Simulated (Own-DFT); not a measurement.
# Which arrangement is lower? In48P48, 96 atoms

Everything here is calculated. The program is Own-DFT (plane waves, in-house, since retired, never reviewed by a person); positions were held fixed, and spin and spin-orbit coupling were off.

All runs used: PBE; PseudoDojo norm-conserving scalar-relativistic files; cutoff 36 hartree; 2 x 3 x 3 k mesh centred on Gamma; Fermi-Dirac smearing of 0.1 eV.

Keep in mind (not all hold for every row): not probed for a lower state with spin; forces on such cells failed a check on a denser k mesh; forces not confirmed at this smearing and k mesh; stress not checked against mesh or cutoff.

All cells hold the same atoms in the same cell, with vectors in Å (17.606, 0.000, 0.000); (0.000, 11.737, 0.000); (0.000, 0.000, 11.737). Atoms are randomly off their ideal sites, by an rms of u per axis. The defect's site can differ from row to row. Free energies are per cell, over the lowest run. The arrangements:

- A: zincblende InP
- B: zincblende InP, with one In on a P site and one P on an In site, 2.5 Å apart

```
arrangement   u (Å)  E (eV)  P (GPa)
          A  0.0195   0.000     3.20
          A  0.0199   0.081     3.21
          A  0.0204   0.054     3.20
          A  0.0457   2.288     3.49
          A  0.0503   2.627     3.50
          A  0.0514   3.315     3.63
          B  0.0289   4.834     3.53
          B  0.0291   4.664     3.51
          B  0.0301   4.848     3.54
          B  0.0489   7.006     3.82
          B  0.0490   6.861     3.82
          B  0.0528   7.345     3.87
```

Question: once the cost of the random moves is taken out, how do the arrangements rank?

## Answer

Fit E = a + b u², with one b for all and one a for each arrangement, and with residuals divided by u², since the noise grows with the moves. Then b = 1346 eV/Å², the scatter at u = 0.04 Å is 0.14 eV, and against A:

- B: 4.12 ± 0.05 eV (higher)

These are energies of unrelaxed cells. Relaxing the atoms lowers the strained arrangements most, so the gaps would shrink and small ones could change sign.
